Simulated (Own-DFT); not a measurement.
# A layer strained by its substrate: wurtzite AlGaN with randomly placed atoms, 72 atoms (Al24Ga12N36)

The numbers are computed, not measured, by runs of the plane-wave DFT program Own-DFT (in-house, retired, unreviewed) at fixed positions, with no spin and no spin-orbit coupling.

Method: PBE; PseudoDojo norm-conserving scalar-relativistic files; cutoff 42 hartree; 4 x 4 x 3 k mesh centred on Gamma; Fermi-Dirac smearing of 0.05 eV.

Known weak points: forces on such cells passed a denser k mesh, each cell not checked; stress not checked against mesh or cutoff.

Unstrained cell vectors in Å: (9.413, 0.000, 0.000); (-4.706, 8.152, 0.000); (0.000, 0.000, 10.099). The unstrained cell has measured lattice constants (interpolated for alloys), not those of this functional. That, the random moves and any unrelaxed bonds set the pressure at no strain. Each run strains x and y alike by e, as a substrate would, and holds the height along z. Random moves of width 0.05 Å per axis were added to every atom. The random placing of the alloy's atoms differs from row to row. Stress is positive in tension.

```
e (%)  u (Å)  (s_xx + s_yy)/2 (GPa)  s_zz (GPa)
-3.00  0.051                 -25.74      -13.37
-2.75  0.055                 -26.64      -11.64
-2.25  0.049                 -21.39      -10.77
-2.00  0.048                 -18.94       -9.24
-1.00  0.049                 -13.44       -7.48
-0.75  0.048                      ?           ?
 0.25  0.050                  -4.81       -7.00
 1.25  0.052                  -0.23       -6.48
 1.75  0.056                   1.77       -3.93
 3.00  0.053                   7.84       -2.66
```

## Analysis

With e as a fraction, the in-plane stress is -6.9 + 576 e - 2996 e² GPa (errors 16 and 1003, scatter 0.95), and s_zz is -7.2 + 157 e GPa (slope ± 16, scatter 0.99). At e = 0 the first slope is C11 + C12 and the second 2 C13, both with the ions held to the strained lattice and at the cell's own pressure. A free layer would change its height as e changes, and the in-plane slope would drop by 2 C13²/C33 to the biaxial modulus. At fixed height, a misfit of 1 % moves the in-plane stress by about 5.8 GPa and s_zz by 1.6 GPa.

## Prediction

Question: what are the two stresses at e = -0.75 %?

The fit gives -11.4 and -8.4 GPa. Computed: -10.43 and -8.88 GPa.
